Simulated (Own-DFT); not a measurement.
# Hybrid less PBE against volume: monoclinic HfO2, 94 atoms (Hf32O62), with two O vacancies

These are calculations. Each geometry was run twice at fixed positions with Own-DFT, a retired in-house plane-wave program that no person has reviewed: with PBE, and with HSE06 (exact exchange share 0.25 at short range, screening 0.11 per bohr, Gygi-Baldereschi treatment of its divergence). Both used PseudoDojo norm-conserving files made for PBE, a cutoff of 48 hartree, the Gamma point alone, fixed occupations, a neutral cell and no spin. The unstrained cell is 10.1 Å across at its thinnest, so Gamma alone is coarse and defects feel their images. The hafnium file keeps the 4f electrons in the core, and its forces lie about 75 meV/Å off all-electron values. The oxygen file's force components were 24 meV/Å off all-electron values in a glass.

Unstrained cell vectors in Å: (10.234, 0.000, 0.000); (0.000, 10.350, 0.000); (-1.696, 0.000, 10.445), volume V0 = 1106.4 Å³, from measured lattice constants. Each geometry has its own random strain of a few per cent, its own defect sites and random moves of rms u per axis. HSE06 gave the energy alone. D is its energy less that of PBE, over the lowest D shown. The PBE stress wasn't checked against mesh or cutoff.

```
run,V - V0 (Å³),u (Å),P with PBE (GPa),D (eV)
1,-29.8,0.0314,11.32,0.214
2,-22.3,0.0325,8.62,0.556
3,-23.0,0.0308,9.67,0.427
4,-37.1,0.0466,13.49,0.331
5,-42.9,0.0482,16.46,0.000
6,-37.8,0.0316,13.38,0.081
7,-9.4,0.0327,7.24,0.720
8,25.3,0.0498,-0.75,1.931
9,-21.9,0.0299,8.86,0.442
10,-14.9,0.0505,8.96,0.758
11,19.9,0.0485,1.14,1.682
12,-6.7,0.0300,5.21,0.816
13,-21.5,0.0320,10.03,?
```

## Working it out

D = 0.91 + 0.0259 (V - V0) + 122 u² eV, with an error of 0.0011 on the volume slope, 33 on the last term and a scatter of 0.07 eV. Pressure is -dE/dV, and 1 eV/Å³ is 160.2 GPa, so HSE06 changes the pressure by -4.1 ± 0.2 GPa. With the ions held to the strained lattice, the PBE pressure falls by 266 ± 10 GPa per unit of volume strain; the shape of the strain isn't fitted, so the true error is larger, and a relaxed crystal would be softer. On that slope HSE06's volume at a given pressure is about 1.6 % smaller, or 0.5 % in lengths. At u = 0 and V0 the PBE pressure is 3.0 GPa, which puts the zero-pressure volume, against the measured cell and with the defects in, at +1.1 % for PBE and -0.4 % for HSE06, each good to a few tenths of a per cent.

## Prediction

Question: what D should run 13 give?

From the fit: 0.48 eV, with rows scattering by 0.07. The run itself gave 0.510 eV.
